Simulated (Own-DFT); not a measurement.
# Stretching a layer in its plane: grey tin, 64 atoms (Sn64)

No measurement is shown. These are fixed-geometry runs of a retired plane-wave code named Own-DFT, which no person has reviewed; spin and spin-orbit coupling are neglected.

Settings: PBE; PseudoDojo norm-conserving scalar-relativistic files; cutoff 42 hartree; 3 x 3 x 3 k mesh centred on Gamma; cold (Marzari-Vanderbilt) smearing of 0.2 eV.

Keep in mind: forces on such cells moved up to 12 meV/angstrom on a denser k mesh; stress not checked against mesh or cutoff.

Unstrained cell vectors in Å: (12.978, 0.000, 0.000); (0.000, 12.978, 0.000); (0.000, 0.000, 12.978). The unstrained cell has measured lattice constants (interpolated for alloys), not those of this functional. That, the random moves and any unrelaxed bonds set the pressure at no strain. Each run strains x and y alike by e, as a substrate would, and holds the height along z. Each atom got a random Gaussian move of width 0.05 Å along each axis. Stress is positive in tension.

| e (%) | u (Å) | (s_xx + s_yy)/2 (GPa) | s_zz (GPa) |
|---|---|---|---|
| -3.00 | 0.051 | -7.58 | -6.72 |
| -3.00 | 0.050 | -7.61 | -6.67 |
| -2.25 | 0.050 | -6.49 | -5.86 |
| -2.25 | 0.047 | -6.44 | -5.74 |
| -1.75 | 0.051 | -5.86 | -5.41 |
| -1.75 | 0.049 | -5.86 | -5.24 |
| -1.25 | 0.051 | -5.18 | -4.77 |
| -1.25 | 0.052 | -5.18 | -4.79 |
| -0.25 | 0.046 | -3.88 | -3.80 |
| -0.25 | 0.051 | -3.87 | -3.80 |
| 0.50 | 0.051 | ? | ? |
| 1.00 | 0.052 | -2.57 | -2.81 |
| 1.00 | 0.055 | -2.52 | -2.87 |

## Analysis

With e as a fraction, the in-plane stress is -3.6 + 115 e - 568 e² GPa (errors 2 and 72, scatter 0.04), and s_zz is -3.6 + 85 e - 591 e² GPa (slope ± 2, scatter 0.06). At e = 0 the first slope is C11 + C12 and the second 2 C12, both with the ions held to the strained lattice and at the cell's own pressure. The term in e² is negative: the layer stiffens under compression and softens under tension. A free layer would change its height as e changes, and the in-plane slope would drop by 2 C12²/C11 to the biaxial modulus. At fixed height, a misfit of 1 % moves the in-plane stress by about 1.2 GPa and s_zz by 0.8 GPa.

## Test on the hidden row

Asked: what are the two stresses at e = 0.50 %?

The fitted form gives -3.1 and -3.2 GPa. The calculation gave -3.17 and -3.20 GPa.
